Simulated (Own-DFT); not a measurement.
# Which defects push the lattice out? L1_0 TiAl

Calculated, not measured: single-point runs of Own-DFT, a retired in-house plane-wave DFT program that no person has reviewed, on unrelaxed cells, without spin or spin-orbit coupling.

Method: PBE; PseudoDojo norm-conserving scalar-relativistic files; cutoff 42 hartree; 4 x 4 x 4 k mesh centred on Gamma; cold (Marzari-Vanderbilt) smearing of 0.2 eV.

Limits: forces on such cells failed a check on a denser k mesh; stress not checked against mesh or cutoff.

All runs share one cell, with vectors in Å (5.622, 5.622, 0.000); (-5.622, 5.622, 0.000); (0.000, 0.000, 8.133) and a volume of 514.0 Å³. u is the rms random offset of the atoms per axis. The defect's site can differ from row to row.

```
cell,formula,u (Å),P (GPa)
no defect,Al16Ti16,0.0186,1.18
no defect,Al16Ti16,0.0506,1.85
no defect,Al16Ti16,0.0545,1.87
two Al vacancies,Al14Ti16,0.0284,-0.56
two Al vacancies,Al14Ti16,0.0299,-0.64
two Al vacancies,Al14Ti16,0.0407,?
two Al vacancies,Al14Ti16,0.0479,-0.53
one Ti vacancy,Al16Ti15,0.0265,0.37
one Ti vacancy,Al16Ti15,0.0297,0.59
one Ti vacancy,Al16Ti15,0.0337,0.62
```

## What the rows give

P = P0 + c u² + a shift for each defect gives P0 = 1.20 GPa, c = 223 ± 55 GPa/Å² and a scatter of 0.13 GPa. The shifts, and each times the cell's volume:

- one Ti vacancy: -0.88 ± 0.12 GPa, -2.8 eV
- two Al vacancies: -2.07 ± 0.11 GPa, -6.6 eV (-3.3 eV for each of its 2 sites)

Positive is outwards. The product with the volume (160.2 GPa Å³ to the eV) is nearly free of the cell's size; divided by the bulk modulus at the cell's pressure it gives the volume that the defect adds. The atoms around the defects weren't relaxed, which would change these numbers.

## Test on the hidden row

Question: what pressure belongs in the blank (two Al vacancies, u = 0.0407 Å)?

Estimate: -0.50 ± 0.15 GPa. Computed: -0.46 GPa.
